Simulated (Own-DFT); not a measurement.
# Short bonds, stiff crystals?

The numbers are computed, not measured, by runs of the plane-wave DFT program Own-DFT (in-house, retired, unreviewed) at fixed positions, with no spin and no spin-orbit coupling.

Limits (not all hold for every row): forces on such cells moved up to 12 meV/angstrom on a denser k mesh; forces not confirmed at this smearing and k mesh; k mesh not checked against a denser one; forces on such cells passed a denser k mesh, each cell not checked; stress not checked against mesh or cutoff.

All runs are PBE with PseudoDojo norm-conserving files; cutoff and k mesh are each material's own. Every cell starts from measured lattice constants and was given uniform random strains and small random moves of its atoms. Each triple is the change of volume in per cent, the rms move u in Å and the pressure in GPa.

- 2H SiC (C36Si36), 10.36 Å³/atom unstrained: (-2.70, 0.048, 11.75); (-2.50, 0.052, 11.42); (-2.39, 0.048, 10.75); (-1.93, 0.051, 10.17); (0.74, 0.048, 3.80); (0.92, 0.048, 2.94); (1.07, 0.053, 3.71)
- wurtzite AlN (Al36N36), 10.45 Å³/atom unstrained: (-2.38, 0.051, 11.15); (-0.87, 0.047, 7.80); (-0.13, 0.051, 6.31); (-0.13, 0.055, 6.53); (1.60, 0.051, 2.51); (1.65, 0.049, 2.03); (1.88, 0.051, 2.53)
- wurtzite GaN (Ga48N48), 11.42 Å³/atom unstrained: (-3.68, 0.051, 15.66); (-0.90, 0.053, 9.97); (-0.36, 0.049, 8.39); (0.20, 0.049, 7.08); (0.22, 0.051, 7.51); (0.37, 0.050, 6.79); (3.53, 0.050, 1.31)
- diamond silicon (Si64), 20.02 Å³/atom unstrained: withheld
- zincblende InP (In48P48), 25.27 Å³/atom unstrained: (-2.78, 0.049, 6.03); (-2.11, 0.052, 5.36); (-1.65, 0.053, 5.04); (-1.51, 0.047, 4.96); (-1.16, 0.046, 4.46); (0.72, 0.051, 3.11); (1.27, 0.052, 2.75)
- grey tin (Sn64), 34.15 Å³/atom unstrained: (-1.66, 0.053, 4.61); (-1.59, 0.050, 4.70); (-1.39, 0.048, 4.58); (-0.88, 0.051, 4.42); (-0.42, 0.050, 3.99); (1.57, 0.053, 2.95); (1.57, 0.047, 2.92)

## Analysis

Fit a line to each set against the fractional change of volume; B is minus its slope, and u is nearly the same within a set. To take it to zero pressure, assume that B rises by 4 GPa for each GPa: B0 = B - 4 x (mean pressure). The bond length of an ideal tetrahedral crystal with the unstrained volume v is d = (√3/4)(8 v)^(1/3). Cohen's empirical rule reads B0 = (1971 - 220 L) d^(-3.5) GPa, with L = 0 for group IV crystals and SiC and 1 for III-V compounds.

```
                material  L  d (Å)  B (GPa)  mean P (GPa)  B0 (GPa)  rule (GPa)
        2H SiC (C36Si36)  0  1.888  229 ± 9           7.8   197 ± 9         213
  wurtzite AlN (Al36N36)  1  1.893  214 ± 9           5.6   192 ± 9         188
  wurtzite GaN (Ga48N48)  1  1.950  201 ± 8           8.1   168 ± 8         169
  diamond silicon (Si64)  0  2.352        ?             ?         ?          99
zincblende InP (In48P48)  1  2.541   80 ± 3           4.5    62 ± 3          67
         grey tin (Sn64)  0  2.810   55 ± 2           4.0    39 ± 2          53
```

A line through ln[B0/(1971 - 220 L)] against ln d has a slope of -4.1 ± 0.2 and a scatter of 9 %. Against the rule, B0 stands at 93 % for 2H SiC, 102 % for wurtzite AlN, 99 % for wurtzite GaN, 93 % for zincblende InP, 73 % for grey tin. PBE tends to make silicon and heavier crystals too soft, and the rule itself is only a guide.

## Check

The question: what B0 does the fitted trend give for diamond silicon (Si64)?

Estimate: 87 GPa. Its own runs give B = 87 ± 3 GPa at a mean pressure of 1.5 GPa, so B0 = 81 GPa.
